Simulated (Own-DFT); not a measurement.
# Point defects and the pressure they add: C11b WSi2

Everything here is calculated. The program is Own-DFT (plane waves, in-house, since retired, never reviewed by a person); positions were held fixed, and spin and spin-orbit coupling were off.

Settings: PBE; PseudoDojo norm-conserving scalar-relativistic files; cutoff 50 hartree; 5 x 5 x 5 k mesh centred on Gamma; cold (Marzari-Vanderbilt) smearing of 0.2 eV.

Caveats: forces on such cells failed a check on a denser k mesh; stress not checked against mesh or cutoff.

All runs share one cell, with vectors in Å (-2.148, -5.953, 3.409); (-6.444, 2.976, 1.136); (-2.553, -2.948, -6.757) and a volume of 403.2 Å³. u is the rms random offset of the atoms per axis. The defect's site can differ from row to row.

```
              cell  formula   u (Å)  P (GPa)
         no defect  Si20W10  0.0178     4.41
         no defect  Si20W10  0.0188     4.46
         no defect  Si20W10  0.0502     5.64
    one Si vacancy  Si19W10  0.0251     3.27
    one Si vacancy  Si19W10  0.0291     3.40
    one Si vacancy  Si19W10  0.0514     4.69
     one W vacancy   Si20W9  0.0277        ?
     one W vacancy   Si20W9  0.0286     3.60
     one W vacancy   Si20W9  0.0465     4.35
     one W vacancy   Si20W9  0.0486     4.69
one W on a Si site  Si19W11  0.0318    10.00
one W on a Si site  Si19W11  0.0465    11.20
one W on a Si site  Si19W11  0.0523    10.98
one Si on a W site   Si21W9  0.0349     6.00
one Si on a W site   Si21W9  0.0439     6.93
one Si on a W site   Si21W9  0.0512     7.00
```

## Working it out

P = P0 + c u² + a shift for each defect gives P0 = 4.16 GPa, c = 639 ± 67 GPa/Å² and a scatter of 0.21 GPa. The shifts, and each times the cell's volume:

- one W on a Si site: 5.31 ± 0.18 GPa, 13.4 eV
- one Si on a W site: 1.26 ± 0.18 GPa, 3.2 eV
- one W vacancy: -1.08 ± 0.18 GPa, -2.7 eV
- one Si vacancy: -1.24 ± 0.17 GPa, -3.1 eV

Against the defect-free cell, a freed cell would be larger where the shift is positive and smaller where it is negative (160.2 GPa Å³ is 1 eV). The atoms around the defects weren't relaxed, which would change these numbers.

## Prediction

The question: what pressure belongs in the blank (one W vacancy, u = 0.0277 Å)?

The fitted form gives 3.57 ± 0.25 GPa. DFT gave 3.49 GPa.
